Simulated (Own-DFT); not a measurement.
# Biaxial strain at fixed height in diamond-structure SiGeSn with randomly placed atoms, 64 atoms (Ge48Si8Sn8)

Everything here is calculated. The program is Own-DFT (plane waves, in-house, since retired, never reviewed by a person); positions were held fixed, and spin and spin-orbit coupling were off.

All runs used: PBE; PseudoDojo norm-conserving scalar-relativistic files; cutoff 49 hartree; 3 x 3 x 3 k mesh centred on Gamma; Fermi-Dirac smearing of 0.1 eV.

Known weak points: forces on such cells moved up to 12 meV/angstrom on a denser k mesh; stress not checked against mesh or cutoff.

Unstrained cell vectors in Å: (11.467, 0.000, 0.000); (0.000, 11.467, 0.000); (0.000, 0.000, 11.467). The unstrained cell has measured lattice constants (interpolated for alloys), not those of this functional. That, the random moves and any unrelaxed bonds set the pressure at no strain. Each run strains x and y alike by e, as a substrate would, and holds the height along z. All atoms carry random offsets, Gaussian with a width of 0.05 Å per axis. The random placing of the alloy's atoms differs from row to row. Stress is positive in tension.

```
e (%),u (Å),(s_xx + s_yy)/2 (GPa),s_zz (GPa)
-3.00,0.053,-11.11,-9.27
-2.50,0.053,-9.91,-8.37
-2.25,0.055,-9.42,-7.76
-1.50,0.055,-8.04,-7.22
-1.25,0.047,?,?
-0.25,0.048,-5.28,-5.11
1.25,0.054,-3.08,-3.99
2.00,0.055,-1.68,-2.94
2.25,0.051,-1.39,-2.58
3.00,0.049,-0.41,-1.97
```

## What the rows give

With e as a fraction, the in-plane stress is -5.0 + 178 e - 806 e² GPa (errors 2 and 152, scatter 0.13), and s_zz is -5.1 + 119 e - 535 e² GPa (slope ± 4, scatter 0.23). At e = 0 the first slope is C11 + C12 and the second 2 C12, both with the ions held to the strained lattice and at the cell's own pressure. The term in e² is negative: the layer stiffens under compression and softens under tension. A free layer would change its height as e changes, and the in-plane slope would drop by 2 C12²/C11 to the biaxial modulus. At fixed height, a misfit of 1 % moves the in-plane stress by about 1.8 GPa and s_zz by 1.2 GPa.

## Check

Q: what are the two stresses at e = -1.25 %?

From the fit: -7.4 and -6.7 GPa. The calculation gave -7.21 and -6.38 GPa.
